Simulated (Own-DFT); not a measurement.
# Point defects and the pressure they add: D0_22 TiAl3

No measurement is shown. These are fixed-geometry runs of a retired plane-wave code named Own-DFT, which no person has reviewed; spin and spin-orbit coupling are neglected.

All runs used: PBE; PseudoDojo norm-conserving scalar-relativistic files; cutoff 42 hartree; 4 x 4 x 4 k mesh centred on Gamma; cold (Marzari-Vanderbilt) smearing of 0.2 eV.

Keep in mind: forces on such cells failed a check on a denser k mesh; stress not checked against mesh or cutoff.

All runs share one cell, with vectors in Å (-2.365, -6.981, 4.326); (-7.667, 3.491, 1.442); (-2.950, -3.488, -7.241) and a volume of 625.4 Å³. u is the rms random offset of the atoms per axis. The defect's site can differ from row to row.

```
cell,formula,u (Å),P (GPa)
no defect,Al30Ti10,0.0193,1.97
no defect,Al30Ti10,0.0468,2.53
no defect,Al30Ti10,0.0509,2.78
two Al vacancies,Al28Ti10,0.0317,1.25
two Al vacancies,Al28Ti10,0.0322,?
two Al vacancies,Al28Ti10,0.0509,2.00
two Al vacancies,Al28Ti10,0.0527,1.68
one Ti vacancy,Al30Ti9,0.0265,1.70
one Ti vacancy,Al30Ti9,0.0474,2.29
one Ti vacancy,Al30Ti9,0.0503,2.38
two Al on a Ti site each,Al32Ti8,0.0294,2.88
two Al on a Ti site each,Al32Ti8,0.0318,2.95
two Al on a Ti site each,Al32Ti8,0.0493,3.37
two Ti on an Al site each,Al28Ti12,0.0275,3.07
two Ti on an Al site each,Al28Ti12,0.0279,3.14
two Ti on an Al site each,Al28Ti12,0.0553,4.17
```

## Worked fit

P = P0 + c u² + a shift for each defect gives P0 = 1.77 GPa, c = 380 ± 34 GPa/Å² and a scatter of 0.12 GPa. The shifts, and each times the cell's volume:

- two Ti on an Al site each: 1.10 ± 0.10 GPa, 4.3 eV (2.2 eV for each of its 2 sites)
- two Al on a Ti site each: 0.75 ± 0.10 GPa, 2.9 eV (1.5 eV for each of its 2 sites)
- one Ti vacancy: -0.34 ± 0.10 GPa, -1.3 eV
- two Al vacancies: -0.94 ± 0.10 GPa, -3.7 eV (-1.8 eV for each of its 2 sites)

Against the defect-free cell, a freed cell would be larger where the shift is positive and smaller where it is negative (160.2 GPa Å³ is 1 eV). The atoms around the defects weren't relaxed, which would change these numbers.

## Test on the hidden row

The question: what pressure belongs in the blank (two Al vacancies, u = 0.0322 Å)?

Estimate: 1.23 ± 0.14 GPa. The calculation gave 1.24 GPa.
